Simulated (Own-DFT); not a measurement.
# Response to strain: wurtzite AlGaN with randomly placed atoms, 96 atoms (Al12Ga36N48)

These are calculations, not measurements. The program, named Own-DFT, is a retired in-house plane-wave density functional code that no person has reviewed. Each row is one single-point run on a periodic cell that was not relaxed, without spin or spin-orbit coupling.

Settings of every run: PBE; PseudoDojo norm-conserving scalar-relativistic files (stringent for Ga); cutoff 96 hartree; 3 x 4 x 3 k mesh centred on Gamma; Gaussian smearing of 0.01 eV.

Known limits: k mesh not checked against a denser one; stress not checked against mesh or cutoff.

Unstrained cell vectors in Å: (12.679, 0.000, 0.000); (-4.755, 8.235, 0.000); (0.000, 0.000, 10.268). The unstrained cell has measured lattice constants (interpolated for alloys), not those of this functional. That, the random moves and any unrelaxed bonds set the pressure at no strain. Each run strains this cell uniformly, with the atoms carried along. Every atom was also moved at random, by a Gaussian of width 0.05 Å on each axis. The random placing of the alloy's atoms differs from row to row. Strain is the symmetric tensor, in per cent. Stress is positive in tension, and the pressure is minus a third of its trace.

| run | e_xx (%) | e_yy (%) | e_zz (%) | s_xx (GPa) | s_yy (GPa) | s_zz (GPa) | P (GPa) | E (meV/atom) |
|---|---|---|---|---|---|---|---|---|
| 1 | 1.25 | 1.25 | 0.00 | 0.00 | 0.30 | -6.92 | 2.20 | 7.1 |
| 2 | 2.50 | 2.50 | 0.00 | 5.07 | 3.74 | -2.77 | -2.01 | 5.2 |
| 3 | -2.75 | -2.75 | 0.00 | -23.76 | -23.82 | -14.05 | 20.54 | 81.1 |
| 4 | 1.75 | 1.75 | 0.00 | 1.67 | 1.65 | -4.84 | 0.51 | 3.7 |
| 5 | -0.75 | -0.75 | 0.00 | -11.54 | -10.52 | -9.09 | 10.38 | 24.0 |
| 6 | -2.00 | -2.00 | 0.00 | -16.88 | -19.57 | -11.50 | 15.98 | 34.6 |
| 7 | -1.50 | -1.50 | 0.00 | -15.69 | -18.19 | -8.17 | 14.02 | 37.8 |
| 8 | -0.25 | -0.25 | 0.00 | -6.57 | -8.93 | -7.37 | 7.62 | 0.0 |
| 9 | -0.50 | -0.50 | 0.00 | ? | ? | ? | ? | ? |

E is the free energy for each atom above the lowest run shown.

## Worked fit

The change of volume is close to e_xx + e_yy + e_zz. A straight line through the runs shown gives P = 7.80 - 211 x (fractional change of volume) GPa, with an error of 9 on the slope and a scatter of 0.86 GPa. The strain isn't the same on all axes and the cell isn't cubic, so the slope belongs to this path and is not the bulk modulus.

## Withheld run

Question: what pressure should run 9 give? Its volume changes by -1.00 %.

The line gives 9.9 GPa. The calculation gave 9.43 GPa.
